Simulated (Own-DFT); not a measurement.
# One host, several defects: wurtzite GaN

Source: density functional calculations with Own-DFT, an unreviewed in-house program that is no longer used. Nothing was measured or relaxed, and spin and spin-orbit coupling are left out.

Settings: PBE; PseudoDojo norm-conserving scalar-relativistic files; cutoff 42 hartree; 4 x 4 x 3 k mesh centred on Gamma; Fermi-Dirac smearing of 0.1 eV.

Limits (not all hold for every row): some atoms lie very close together; not probed for a lower state with spin; forces not confirmed at this smearing and k mesh; stress not checked against mesh or cutoff.

All runs share one cell, with vectors in Å (9.567, 0.000, 0.000); (-4.784, 8.285, 0.000); (0.000, 0.000, 10.370) and a volume of 822.0 Å³. The atoms are randomly displaced, by u rms on each axis. The defect's site can differ from row to row.

```
               cell  formula   u (Å)  P (GPa)
          no defect  Ga36N36  0.0192     5.93
          no defect  Ga36N36  0.0212     6.01
          no defect  Ga36N36  0.0516     7.48
 one N on a Ga site  Ga35N37  0.0296     5.33
 one N on a Ga site  Ga35N37  0.0314     5.56
 one N on a Ga site  Ga35N37  0.0494     6.88
one Ga on an N site  Ga37N35  0.0287        ?
one Ga on an N site  Ga37N35  0.0296    11.79
one Ga on an N site  Ga37N35  0.0495    13.30
one Ga on an N site  Ga37N35  0.0498    13.61
```

## Working it out

P = P0 + c u² + a shift for each defect gives P0 = 5.51 GPa, c = 832 ± 85 GPa/Å² and a scatter of 0.22 GPa. The shifts, and each times the cell's volume:

- one Ga on an N site: 5.78 ± 0.19 GPa, 29.7 eV
- one N on a Ga site: -0.78 ± 0.18 GPa, -4.0 eV

Against the defect-free cell, a freed cell would be larger where the shift is positive and smaller where it is negative (160.2 GPa Å³ is 1 eV). The atoms around the defects weren't relaxed, which would change these numbers.

## Check

Q: what pressure belongs in the blank (one Ga on an N site, u = 0.0287 Å)?

The fitted form gives 11.98 ± 0.27 GPa. The run itself gave 11.86 GPa.
